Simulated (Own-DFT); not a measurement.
# Computed records: SiC (4H silicon carbide, atoms displaced)

A calculation, not a measurement: plane-wave PBE density functional theory by an unreviewed code, no spin, of a simulated periodic cell, stress positive in tension, free energy of the whole cell less one offset for each atom, forces on such cells passed a denser k mesh, this cell's mesh not checked; offsets are fitted by least squares, one for each functional and potential file, so energies compare only between cells with the same atoms and settings and are not formation energies; the far tail of each file's local potential was reset to the Coulomb form; each entry is a single point on an unrelaxed cell, so the pressure reflects the starting lattice, mostly measured values (interpolated for alloys), from which strain is counted, and rises with the displacements; printed positions are rounded, which can move forces by about a meV/angstrom; the program, named Own-DFT, is a retired in-house code; no spin-orbit coupling. Program: Own-DFT development build.

## SiC (4H silicon carbide, atoms displaced)

```
cell vectors (Å)
   6.1654     0.0000     0.0000
  -3.0827     5.3394     0.0000
   0.0000     0.0000    10.0681
atoms (fractions of the cell vectors)
Si  0.99125  0.00348  0.39599
Si  0.16106  0.32588  0.16443
C   0.99383  0.99700  0.08776
C   0.15795  0.32725  0.34261
Si  0.00904  0.51092  0.40822
Si  0.16620  0.81386  0.15602
C   0.99665  0.49717  0.10265
C   0.17814  0.83998  0.33690
Si  0.50908  0.99770  0.40607
Si  0.65155  0.31831  0.15895
C   0.49531  0.98335  0.08491
C   0.67481  0.33200  0.34078
Si  0.48387  0.49082  0.40426
Si  0.66586  0.83459  0.16089
C   0.48909  0.49575  0.09187
C   0.66829  0.83150  0.34914
Si  0.99393  0.99929  0.90455
Si  0.83425  0.66545  0.65815
C   0.99024  0.98878  0.59927
C   0.84794  0.66105  0.84598
Si  0.01630  0.50906  0.90680
Si  0.83148  0.15891  0.65833
C   0.99881  0.49406  0.59679
C   0.82460  0.15447  0.84052
Si  0.48825  0.00865  0.91534
Si  0.33241  0.67000  0.65187
C   0.51132  0.00519  0.59524
C   0.33286  0.66721  0.84873
Si  0.52122  0.51393  0.91278
Si  0.32365  0.16285  0.65694
C   0.50377  0.50174  0.59073
C   0.32660  0.17245  0.84118
```

It was run with functional PBE, potential files PseudoDojo norm-conserving, scalar-relativistic, standard set, wave cutoff 42 hartree, occupations Fermi-Dirac, smearing width 0.1 eV, hardware one NVIDIA H100 and k mesh 5 x 5 x 3 centred on Gamma.

To be estimated
1. What pressure does the calculation give for SiC (4H silicon carbide, atoms displaced)?
2. Give the table of force values for SiC (4H silicon carbide, atoms displaced).

Answers
1. 4.58 GPa
2. 
Force:
```csv
element,x (eV/Å),y (eV/Å),z (eV/Å)
Si,2.423,-1.157,2.717
Si,-0.273,0.021,-3.257
C,0.758,-0.31,2.129
C,0.073,0.93,1.163
Si,-0.929,-0.573,-0.202
Si,-1.334,2.146,-0.896
C,-0.146,-1.895,-1.634
C,-0.521,-0.006,1.806
Si,-1.3,1.121,0.691
Si,0.56,0.942,-1.177
C,-0.611,1.035,4.373
C,-1.074,0.016,1.269
Si,2.309,0.116,0.577
Si,0.617,-0.852,-1.461
C,0.941,-0.052,2.255
C,-0.863,-1.061,-1.557
Si,0.374,0.222,-0.341
Si,0.034,-0.965,-0.071
C,0.629,0.976,-2.082
C,-1.522,0.817,-0.107
Si,-0.364,-2.545,0.883
Si,0.017,0.588,0.117
C,-0.066,0.486,-0.924
C,-0.709,1.234,1.564
Si,1.276,-0.679,-4.873
Si,0.791,-0.15,1.611
C,-1.771,-0.625,-0.874
C,1.537,1.094,-1.012
Si,-1.742,-1.125,-1.994
Si,1.053,0.484,-0.402
C,-0.781,-0.632,0.331
C,0.616,0.4,1.379
```

Further results for SiC (4H silicon carbide, atoms displaced):

| Property | Result |
| --- | --- |
| free energy of cell above offsets | -3.326 eV |
| stress xx | -3.14 GPa |
| stress yy | -2.9 GPa |
| stress zz | -7.71 GPa |
| stress yz | 0.49 GPa |
| stress xz | -0.65 GPa |
| stress xy | -1.02 GPa |
| wall time | 127.4 s |
